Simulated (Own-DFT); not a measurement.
# Which defects push the lattice out? wurtzite GaN

Calculated, not measured: single-point runs of Own-DFT, a retired in-house plane-wave DFT program that no person has reviewed, on unrelaxed cells, without spin or spin-orbit coupling.

Method: PBE; PseudoDojo norm-conserving scalar-relativistic files; cutoff 42 hartree; 4 x 4 x 3 k mesh centred on Gamma; Fermi-Dirac smearing of 0.1 eV.

Keep in mind (not all hold for every row): some atoms lie very close together; not probed for a lower state with spin; forces not confirmed at this smearing and k mesh; stress not checked against mesh or cutoff.

All runs share one cell, with vectors in Å (9.567, 0.000, 0.000); (-4.784, 8.285, 0.000); (0.000, 0.000, 10.370) and a volume of 822.0 Å³. The atoms are randomly displaced, by u rms on each axis. The defect's site can differ from row to row.

```
cell,formula,u (Å),P (GPa)
no defect,Ga36N36,0.0191,5.87
no defect,Ga36N36,0.0203,5.96
no defect,Ga36N36,0.0424,6.80
one N on a Ga site,Ga35N37,0.0285,5.47
one N on a Ga site,Ga35N37,0.0466,6.54
one N on a Ga site,Ga35N37,0.0500,6.54
one Ga on an N site,Ga37N35,0.0296,12.45
one Ga on an N site,Ga37N35,0.0323,12.06
one Ga on an N site,Ga37N35,0.0492,?
one Ga on an N site,Ga37N35,0.0541,13.87
```

## Analysis

P = P0 + c u² + a shift for each defect gives P0 = 5.59 GPa, c = 725 ± 84 GPa/Å² and a scatter of 0.20 GPa. The shifts, and each times the cell's volume:

- one Ga on an N site: 6.03 ± 0.17 GPa, 31.0 eV
- one N on a Ga site: -0.73 ± 0.18 GPa, -3.7 eV

Positive is outwards. The product with the volume (160.2 GPa Å³ to the eV) is nearly free of the cell's size; divided by the bulk modulus at the cell's pressure it gives the volume that the defect adds. The atoms around the defects weren't relaxed, which would change these numbers.

## Check

Q: what pressure belongs in the blank (one Ga on an N site, u = 0.0492 Å)?

The fit gives 13.38 ± 0.24 GPa. The run itself gave 13.90 GPa.
